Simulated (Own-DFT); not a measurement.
# One host, several defects: zincblende GaAs

Source: density functional calculations with Own-DFT, an unreviewed in-house program that is no longer used. Nothing was measured or relaxed, and spin and spin-orbit coupling are left out.

Settings: PBE; PseudoDojo norm-conserving scalar-relativistic files; cutoff 42 hartree; 3 x 3 x 3 k mesh centred on Gamma; Fermi-Dirac smearing of 0.1 eV.

Keep in mind (not all hold for every row): not probed for a lower state with spin; forces not confirmed at this smearing and k mesh; stress not checked against mesh or cutoff.

All runs share one cell, with vectors in Å (11.737, 0.000, 0.000); (0.000, 11.737, 0.000); (0.000, 0.000, 10.919) and a volume of 1504.3 Å³, strained against the parent crystal. Atoms were moved at random from their sites; u is the rms move along one axis. The defect's site can differ from row to row.

```
cell,formula,u (Å),P (GPa)
no defect,As32Ga32,0.0284,0.75
no defect,As32Ga32,0.0498,1.08
no defect,As32Ga32,0.0559,1.21
one As vacancy and one Ga vacancy,As31Ga31,0.0291,0.48
one As vacancy and one Ga vacancy,As31Ga31,0.0317,0.51
one As vacancy and one Ga vacancy,As31Ga31,0.0478,0.79
one P on an As site,As31Ga32P,0.0280,?
one P on an As site,As31Ga32P,0.0298,0.55
one P on an As site,As31Ga32P,0.0473,0.77
one P on an As site,As31Ga32P,0.0546,0.93
one In on a Ga site,As32Ga31In,0.0288,1.33
one In on a Ga site,As32Ga31In,0.0312,1.37
one In on a Ga site,As32Ga31In,0.0544,1.69
one Al on a Ga site,AlAs32Ga31,0.0310,0.75
one Al on a Ga site,AlAs32Ga31,0.0480,0.98
one Al on a Ga site,AlAs32Ga31,0.0510,1.01
```

## What the rows give

P = P0 + c u² + a shift for each defect gives P0 = 0.62 GPa, c = 184 ± 6 GPa/Å² and a scatter of 0.02 GPa. The shifts, and each times the cell's volume:

- one In on a Ga site: 0.56 ± 0.02 GPa, 5.2 eV
- one Al on a Ga site: -0.06 ± 0.02 GPa, -0.6 eV
- one P on an As site: -0.24 ± 0.02 GPa, -2.3 eV
- one As vacancy and one Ga vacancy: -0.28 ± 0.02 GPa, -2.6 eV

Against the defect-free cell, a freed cell would be larger where the shift is positive and smaller where it is negative (160.2 GPa Å³ is 1 eV). The atoms around the defects weren't relaxed, which would change these numbers.

## The run left out

Q: what pressure belongs in the blank (one P on an As site, u = 0.0280 Å)?

From the fit: 0.52 ± 0.02 GPa. Computed: 0.48 GPa.
